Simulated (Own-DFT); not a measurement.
## Calculated data, SiC (2H silicon carbide, atoms displaced)

Computed with Own-DFT development build. A calculation, not a measurement: plane-wave PBE density functional theory by an unreviewed code, no spin, of a simulated periodic cell, stress positive in tension, free energy of the whole cell less one offset for each atom, forces on such cells passed a denser k mesh, this cell's mesh not checked; offsets are fitted by least squares, one for each functional and potential file, so energies compare only between cells with the same atoms and settings and are not formation energies; the far tail of each file's local potential was reset to the Coulomb form; each entry is a single point on an unrelaxed cell, so the pressure reflects the starting lattice, mostly measured values (interpolated for alloys), from which strain is counted, and rises with the displacements; printed positions are rounded, which can move forces by about a meV/angstrom; the program, named Own-DFT, is a retired in-house code; no spin-orbit coupling.

Common to all runs: functional PBE; potential files PseudoDojo norm-conserving, scalar-relativistic, standard set; wave cutoff 42 hartree; occupations Fermi-Dirac; smearing width 0.1 eV; hardware one NVIDIA H100; k mesh 4 x 4 x 3 centred on Gamma.

(1) 
```cif
# cell vector a (Å): 9.2481 0.0000 0.0000
# cell vector b (Å): -4.6241 8.0091 0.0000
# cell vector c (Å): 0.0000 0.0000 10.0681
data_SiC
_symmetry_space_group_name_H-M 'P 1'
_symmetry_Int_Tables_number 1
_cell_length_a 9.2481
_cell_length_b 9.2481
_cell_length_c 10.0681
_cell_angle_alpha 90.000
_cell_angle_beta 90.000
_cell_angle_gamma 120.000
_cell_volume 745.73
loop_
_atom_site_label
_atom_site_type_symbol
_atom_site_fract_x
_atom_site_fract_y
_atom_site_fract_z
_atom_site_occupancy
Si1 Si 0.00005 0.99444 0.00675 1
Si2 Si 0.10963 0.22270 0.24695 1
C1 C 0.00189 0.00207 0.17955 1
C2 C 0.11295 0.22672 0.43438 1
Si3 Si 0.00518 0.99231 0.50448 1
Si4 Si 0.10813 0.22211 0.75113 1
C3 C 0.99996 0.99423 0.68139 1
C4 C 0.10730 0.21383 0.93865 1
Si5 Si 0.00764 0.33664 0.00167 1
Si6 Si 0.10769 0.54918 0.25114 1
C5 C 0.99950 0.33669 0.18017 1
C6 C 0.11013 0.55650 0.43559 1
Si7 Si 0.00062 0.32722 0.49699 1
Si8 Si 0.10954 0.55323 0.74786 1
C7 C 0.99316 0.32915 0.68840 1
C8 C 0.11216 0.55057 0.93980 1
Si9 Si 0.99883 0.65995 0.99889 1
Si10 Si 0.10886 0.89335 0.25188 1
C9 C 0.99756 0.66350 0.18860 1
C10 C 0.11318 0.88378 0.43518 1
Si11 Si 0.00064 0.66481 0.49856 1
Si12 Si 0.10726 0.88663 0.74742 1
C11 C 0.00374 0.66825 0.68757 1
C12 C 0.10026 0.88564 0.93458 1
Si13 Si 0.33397 0.00140 0.99868 1
Si14 Si 0.44049 0.22341 0.24858 1
C13 C 0.33304 0.00204 0.19104 1
C14 C 0.43949 0.21900 0.43732 1
Si15 Si 0.33454 0.00161 0.49990 1
Si16 Si 0.44229 0.22080 0.75072 1
C15 C 0.32659 0.99609 0.68796 1
C16 C 0.43472 0.21188 0.94058 1
Si17 Si 0.33534 0.33471 0.99635 1
Si18 Si 0.44738 0.56072 0.24507 1
C17 C 0.33391 0.33621 0.18516 1
C18 C 0.44333 0.54982 0.43749 1
Si19 Si 0.33143 0.33090 0.50572 1
Si20 Si 0.45061 0.55890 0.75324 1
C19 C 0.34162 0.33873 0.68865 1
C20 C 0.44558 0.55320 0.93808 1
Si21 Si 0.33551 0.66648 0.99843 1
Si22 Si 0.43948 0.89539 0.25159 1
C21 C 0.32947 0.66662 0.18877 1
C22 C 0.45028 0.89175 0.43946 1
Si23 Si 0.33553 0.67407 0.49695 1
Si24 Si 0.44396 0.89292 0.75191 1
C23 C 0.33709 0.67062 0.68851 1
C24 C 0.44819 0.88697 0.93737 1
Si25 Si 0.66694 0.99750 0.00073 1
Si26 Si 0.77562 0.22258 0.24794 1
C25 C 0.65926 0.99397 0.18682 1
C26 C 0.77512 0.22205 0.43811 1
Si27 Si 0.66011 0.99600 0.50192 1
Si28 Si 0.77505 0.21640 0.74427 1
C27 C 0.66972 0.99988 0.68583 1
C28 C 0.77651 0.21958 0.93350 1
Si29 Si 0.66599 0.33728 0.00394 1
Si30 Si 0.77899 0.55909 0.24912 1
C29 C 0.67517 0.33237 0.18841 1
C30 C 0.78231 0.56282 0.43611 1
Si31 Si 0.67246 0.33868 0.50003 1
Si32 Si 0.77226 0.55357 0.74917 1
C31 C 0.67213 0.33624 0.68738 1
C32 C 0.77889 0.55316 0.93682 1
Si33 Si 0.66782 0.66901 0.99721 1
Si34 Si 0.77938 0.88910 0.24294 1
C33 C 0.67075 0.66722 0.19232 1
C34 C 0.78354 0.89010 0.43662 1
Si35 Si 0.67146 0.67393 0.49726 1
Si36 Si 0.77819 0.89200 0.75053 1
C35 C 0.67029 0.67162 0.68622 1
C36 C 0.77381 0.88793 0.93492 1
_calc_free_energy_of_cell_above_offsets '-10.058'  # eV
_calc_pressure 3.93  # GPa
_calc_stress_xx -2.2  # GPa
_calc_stress_yy -3.19  # GPa
_calc_stress_zz -6.39  # GPa
_calc_stress_yz 0.39  # GPa
_calc_stress_xz -0.29  # GPa
_calc_stress_xy 0.87  # GPa
_calc_wall_time 367.9  # s
```

Force:
```tsv
element	x (eV/Å)	y (eV/Å)	z (eV/Å)
Si	-0.985	0.465	-3.495
Si	0.153	0.634	-0.115
C	-0.361	-0.044	3.232
C	0.82	-1.686	0.456
Si	-1.358	1.148	-2.35
Si	0.715	-0.341	-0.317
C	-0.63	1.155	2.129
C	0.206	0.939	-0.046
Si	-1.184	-1.665	-1.753
Si	-0.259	1.193	-0.488
C	0.323	-1.21	2.198
C	0.583	-0.636	0.635
Si	-1.149	0.985	0.54
Si	0.415	0.225	0.304
C	1.338	0.429	-0.763
C	0.02	1.018	-0.965
Si	-0.096	0.801	0.258
Si	0.872	-1.233	-0.914
C	0.301	0.91	-0.29
C	-0.145	0.734	0.601
Si	-0.034	-0.062	0.23
Si	0.163	-0.197	0.648
C	-0.763	-0.764	-0.159
C	2.041	-0.495	0.558
Si	-0.383	-2.037	0.522
Si	0.909	0.489	0.326
C	-0.993	0.19	-0.937
C	0.646	0.821	0.253
Si	0.173	-0.363	0.002
Si	0.677	-0.07	-0.109
C	0.706	0.903	-0.013
C	0.929	2.402	-0.736
Si	-0.591	-1.183	0.534
Si	-0.357	-0.655	1.348
C	-0.027	0.046	-0.207
C	-0.246	1.33	-0.115
Si	0.213	0.679	-1.528
Si	-0.664	0.317	-1.267
C	-1.266	-0.683	0.822
C	0.023	0.435	0.106
Si	-0.445	-0.053	0.484
Si	1.447	-1.48	-0.124
C	0.333	0.552	-0.244
C	-1.619	-0.087	-0.601
Si	0.758	-1.855	0.51
Si	0.488	-0.66	-0.467
C	-0.22	-0.468	-0.064
C	-1.105	0.299	0.233
Si	-0.417	0.968	-0.415
Si	1.286	-0.945	0.397
C	0.57	0.82	0.242
C	0.57	-0.241	-0.324
Si	2.21	1.071	-0.745
Si	-0.326	0.926	1.367
C	-1.091	-0.46	0.223
C	0.004	0.438	0.823
Si	0.841	-1.579	-1.194
Si	0.82	-0.868	0.38
C	-2.78	0.794	0.081
C	-0.144	-0.855	0.327
Si	-1.008	-0.246	-0.438
Si	1.255	0.726	-0.126
C	-1.031	-0.901	-0.036
C	-0.924	0.271	0.074
Si	0.606	-0.476	0.603
Si	-0.454	0.307	1.551
C	-0.763	0.155	-1.885
C	-0.568	0.756	-0.454
Si	-0.498	-1.248	0.061
Si	0.653	-0.45	-0.584
C	-0.109	-0.288	0.336
C	0.927	0.154	0.877
```

(2) 
```cif
# cell vector a (Å): 9.2481 0.0000 0.0000
# cell vector b (Å): -4.6241 8.0091 0.0000
# cell vector c (Å): 0.0000 0.0000 10.0681
data_SiC
_symmetry_space_group_name_H-M 'P 1'
_symmetry_Int_Tables_number 1
_cell_length_a 9.2481
_cell_length_b 9.2481
_cell_length_c 10.0681
_cell_angle_alpha 90.000
_cell_angle_beta 90.000
_cell_angle_gamma 120.000
_cell_volume 745.73
loop_
_atom_site_label
_atom_site_type_symbol
_atom_site_fract_x
_atom_site_fract_y
_atom_site_fract_z
_atom_site_occupancy
Si1 Si 0.00140 0.00260 0.00347 1
Si2 Si 0.11055 0.21653 0.25202 1
C1 C 0.99207 0.99619 0.18280 1
C2 C 0.10771 0.21823 0.43512 1
Si3 Si 0.00281 0.00412 0.50144 1
Si4 Si 0.11117 0.22644 0.74604 1
C3 C 0.99500 0.99940 0.68774 1
C4 C 0.11048 0.22491 0.94113 1
Si5 Si 0.99622 0.32888 0.99906 1
Si6 Si 0.11875 0.55984 0.25293 1
C5 C 0.99954 0.33980 0.18605 1
C6 C 0.11306 0.55177 0.43643 1
Si7 Si 0.99543 0.33218 0.49881 1
Si8 Si 0.11625 0.55904 0.74983 1
C7 C 0.00260 0.33675 0.69080 1
C8 C 0.11095 0.55594 0.94176 1
Si9 Si 0.99697 0.66376 0.99646 1
Si10 Si 0.11637 0.89293 0.25349 1
C9 C 0.99603 0.66246 0.18801 1
C10 C 0.10831 0.88427 0.43495 1
Si11 Si 0.00163 0.66662 0.49908 1
Si12 Si 0.11191 0.89030 0.74838 1
C11 C 0.00183 0.66914 0.68585 1
C12 C 0.11190 0.88829 0.93224 1
Si13 Si 0.33355 0.00217 0.00045 1
Si14 Si 0.44803 0.22491 0.25548 1
C13 C 0.33456 0.00085 0.19115 1
C14 C 0.44332 0.22273 0.43102 1
Si15 Si 0.32777 0.99825 0.49522 1
Si16 Si 0.43697 0.21617 0.74703 1
C15 C 0.33426 0.99870 0.68545 1
C16 C 0.43863 0.21664 0.94159 1
Si17 Si 0.32658 0.33268 0.00121 1
Si18 Si 0.44380 0.56164 0.25057 1
C17 C 0.33841 0.34094 0.18455 1
C18 C 0.44673 0.55337 0.44204 1
Si19 Si 0.33287 0.33752 0.50308 1
Si20 Si 0.44555 0.55511 0.74762 1
C19 C 0.34220 0.34104 0.68433 1
C20 C 0.44205 0.55648 0.93865 1
Si21 Si 0.33233 0.66332 0.99830 1
Si22 Si 0.45063 0.89292 0.25238 1
C21 C 0.33116 0.66298 0.19082 1
C22 C 0.44544 0.88521 0.43917 1
Si23 Si 0.33346 0.66699 0.49974 1
Si24 Si 0.44075 0.88145 0.74556 1
C23 C 0.33095 0.66873 0.68727 1
C24 C 0.44336 0.88788 0.93401 1
Si25 Si 0.66977 0.99703 0.00215 1
Si26 Si 0.77088 0.21643 0.25472 1
C25 C 0.67653 0.00667 0.19016 1
C26 C 0.77517 0.21715 0.44199 1
Si27 Si 0.67009 0.00709 0.49892 1
Si28 Si 0.77723 0.22046 0.74677 1
C27 C 0.66856 0.99885 0.68611 1
C28 C 0.77762 0.22050 0.93404 1
Si29 Si 0.66129 0.32967 0.00526 1
Si30 Si 0.77543 0.54938 0.25456 1
C29 C 0.66263 0.33390 0.18902 1
C30 C 0.77234 0.55330 0.44096 1
Si31 Si 0.67229 0.33266 0.50432 1
Si32 Si 0.78177 0.55854 0.74856 1
C31 C 0.67432 0.34132 0.69022 1
C32 C 0.77707 0.55317 0.93662 1
Si33 Si 0.66413 0.66734 0.99992 1
Si34 Si 0.78107 0.88999 0.25481 1
C33 C 0.66316 0.66328 0.19057 1
C34 C 0.78773 0.89144 0.43807 1
Si35 Si 0.66490 0.66328 0.49978 1
Si36 Si 0.77768 0.88849 0.74717 1
C35 C 0.66636 0.67267 0.67939 1
C36 C 0.77744 0.88906 0.93430 1
_calc_free_energy_of_cell_above_offsets '-10.080'  # eV
_calc_pressure 3.97  # GPa
_calc_stress_xx -1.7  # GPa
_calc_stress_yy -3.61  # GPa
_calc_stress_zz -6.61  # GPa
_calc_stress_yz -0.09  # GPa
_calc_stress_xz 0.14  # GPa
_calc_stress_xy -0.58  # GPa
_calc_wall_time 344.3  # s
```

Force:
```tsv
element	x (eV/Å)	y (eV/Å)	z (eV/Å)
Si	0.081	-0.734	-1.962
Si	-0.667	1.402	-1.675
C	1.726	0.549	1.732
C	0.238	0.991	1.166
Si	0.308	-0.959	-0.081
Si	0.668	-0.56	1.061
C	1.327	0.837	-0.101
C	0.081	-0.639	-1.244
Si	-0.515	1.007	0.413
Si	-1.75	-0.966	-1.167
C	0.408	-1.367	1.184
C	-0.679	0.462	0.747
Si	1.232	0.013	0.356
Si	-1.143	-0.268	0.775
C	-0.332	-0.065	-1.145
C	0.136	-0.471	-1.123
Si	0.166	0.522	0.918
Si	-1.065	-1.36	-1.759
C	0.468	0.927	0.354
C	-0.196	0.774	1.011
Si	-0.37	-0.569	-0.171
Si	-0.212	0.058	-0.198
C	0.331	-0.051	0.149
C	-0.415	0.179	1.365
Si	0.181	-1.35	0.015
Si	-1.203	0.103	-2.518
C	0.359	0.272	-0.35
C	0.229	-0.01	3.219
Si	1.049	0.306	0.337
Si	1.453	1.122	0.968
C	-0.451	-0.09	-0.569
C	-0.276	1.291	-1.04
Si	1.223	0.29	-0.156
Si	0.937	-1.255	0.397
C	-0.364	-1.247	1.446
C	-1.132	0.708	-0.911
Si	0.553	-0.958	-1.655
Si	-0.076	1.227	0.529
C	-1.068	-1.595	0.911
C	0.67	-0.549	-0.836
Si	-0.699	0.902	0.594
Si	-0.314	-0.774	-0.617
C	0.373	1.949	-0.785
C	-0.332	0.989	-0.16
Si	0.498	-0.488	0.112
Si	0.369	1.933	0.82
C	0.988	-1.096	-0.483
C	0.307	-0.034	0.965
Si	-0.979	0.59	-1.01
Si	0.929	2.348	-1.028
C	-0.869	-1.719	-0.145
C	-0.226	1.556	-0.831
Si	0.682	-2.806	0.748
Si	-0.114	0.216	0.891
C	-0.753	0.181	-0.164
C	-0.556	-0.244	0.896
Si	0.587	0.159	-1.532
Si	-0.268	1.171	-0.691
C	0.97	-0.77	0.657
C	1.52	-0.268	-0.197
Si	-1.721	0.11	-0.372
Si	-0.759	0.405	0.194
C	-0.763	-1.705	-0.368
C	-0.796	0.008	0.173
Si	0.703	-0.202	0.187
Si	-0.213	-0.856	-0.755
C	0.34	0.848	-0.128
C	-1.637	-0.383	0.312
Si	0.093	1.139	-0.708
Si	-0.436	0.061	0.268
C	0.659	-0.94	2.164
C	0.508	-0.257	0.601
```
